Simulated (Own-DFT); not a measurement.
# Response to strain: wurtzite GaN, 96 atoms (Ga48N48)

No measurement is shown. These are fixed-geometry runs of a retired plane-wave code named Own-DFT, which no person has reviewed; spin and spin-orbit coupling are neglected.

Common settings: PBE; PseudoDojo norm-conserving scalar-relativistic files; cutoff 42 hartree; 3 x 4 x 3 k mesh centred on Gamma; Fermi-Dirac smearing of 0.1 eV.

Limits: forces on such cells passed a denser k mesh, each cell not checked; stress not checked against mesh or cutoff.

Unstrained cell vectors in Å: (12.756, 0.000, 0.000); (-4.783, 8.285, 0.000); (0.000, 0.000, 10.370). The unstrained cell has measured lattice constants (interpolated for alloys), not those of this functional. That, the random moves and any unrelaxed bonds set the pressure at no strain. In each run the cell takes a homogeneous strain; fractional positions stay. Each atom got a random Gaussian move of width 0.05 Å along each axis. Strains are tensor components in per cent; tension counts as positive stress, and P is minus the mean normal stress.

```
run  e_xx (%)  e_yy (%)  e_zz (%)  e_yz (%)  e_xz (%)  e_xy (%)  s_xx (GPa)  s_yy (GPa)  s_zz (GPa)  s_yz (GPa)  s_xz (GPa)  s_xy (GPa)  P (GPa)  E (meV/atom)
  1      0.25      0.21     -1.98      0.29     -1.49      1.44       -9.11       -9.05      -17.55       -0.04       -2.70        7.41    11.91          38.1
  2      1.50     -1.53      1.78     -0.55     -0.05      0.58       -1.61      -11.37       -0.52       -1.76        0.04        1.08     4.50           0.0
  3     -1.01     -0.51      1.10     -0.29     -1.44     -1.05      -10.23      -10.57       -5.70       -1.55       -2.65       -3.85     8.83          10.9
  4     -1.44      0.43     -0.90      1.83     -1.58     -1.40      -13.44       -7.76      -15.72        4.22       -3.47       -5.58    12.31          41.1
  5     -1.69      1.12      0.01      0.77      0.02     -0.72      -13.70       -4.40       -8.42        1.73       -0.76       -2.59     8.84           7.0
  6     -0.58      0.20     -1.58     -1.30     -1.27     -0.78       -9.97      -10.16      -15.48       -3.16       -3.13       -2.42    11.87          19.1
  7     -1.30     -1.74     -0.48     -0.07      0.25     -0.66      -15.85      -18.12      -11.69       -0.20        0.35       -1.57    15.22          28.8
  8     -0.85      0.52      0.61      1.85     -1.76      1.21      -11.25       -6.57       -5.45        3.98       -4.47        5.13     7.75          19.9
  9     -1.49      0.35     -0.08     -0.74      0.75      1.33      -14.54       -7.61       -8.83       -1.98        1.23        4.35    10.33          10.6
 10     -0.71      1.75     -0.31      0.78     -0.49     -1.61       -7.68       -2.98       -9.44        1.38       -1.05       -4.61     6.70          15.2
 11      1.59     -1.05      1.86     -1.05      0.47      1.25        0.19      -13.18        0.92       -2.01        1.20        3.77     4.02          16.8
 12      1.76     -1.77      0.96      1.00      0.17     -0.81       -0.60      -11.99       -5.68        1.99        0.39       -1.36     6.09           6.6
 13      0.19     -0.59      1.80      0.31      1.26     -0.21       -5.89       -9.05       -0.88        0.47        2.76       -0.23     5.27           7.8
 14      1.74     -1.89     -1.91      1.63      0.32     -1.56       -3.36      -17.12      -17.38        3.57        1.03       -3.59    12.62          41.8
 15      1.74      0.85     -1.71      1.44     -0.67     -0.01       -2.00       -3.66      -12.33        2.35       -0.96       -0.46     5.99           9.3
 16     -0.18     -0.93      0.68     -0.79     -0.99     -0.17           ?           ?           ?           ?           ?           ?        ?             ?
```

The last column gives the free energy per atom over the lowest of the runs shown.

## Working it out

Each stress component was fitted by least squares to a constant and the strains of the runs shown, as fractions, with shears doubled. Shear strains stay in the fit of a normal stress only where such slopes are resolved. The slopes, in GPa:

```
stress  at no strain  per e_xx  per e_yy  per e_zz  scatter
  s_xx          -7.5  436 ± 13  121 ± 16  103 ± 12     0.54
  s_yy          -8.5   84 ± 30  430 ± 37   76 ± 27     1.32
  s_zz          -8.5   88 ± 28   90 ± 34  444 ± 25     1.21
```

Also, s_xx gains -21 ± 8 per 2 e_yz; s_xx gains -38 ± 7 per 2 e_xy.

The slope of each shear stress on twice its own strain, from a fit on all six strains: yz 116 ± 6, xz 103 ± 6, xy 180 ± 15 GPa. These are stiffnesses along x, y and z of the frame in which the cell vectors are given, with the crystal's c axis along z: C11, C12, C13 and C33. Hexagonal symmetry asks that xx and yy behave alike, which is a second check on the noise. These are clamped-ion slopes: internal relaxation, where symmetry allows it, would soften some. Slopes across the diagonal should nearly agree, so their difference gauges the noise. A ninth of the table's sum, 208 ± 6 GPa, estimates the bulk modulus near the mean pressure of these runs, 8.8 GPa, so it lies above the value at zero pressure.

## The run left out

Question: what normal stresses and pressure should run 16 give?

The fitted form gives s_xx = -8.2, s_yy = -12.1, s_zz = -6.4 and P = 8.9 GPa. The hidden result is -9.40, -10.56, -5.46 and P = 8.47 GPa.
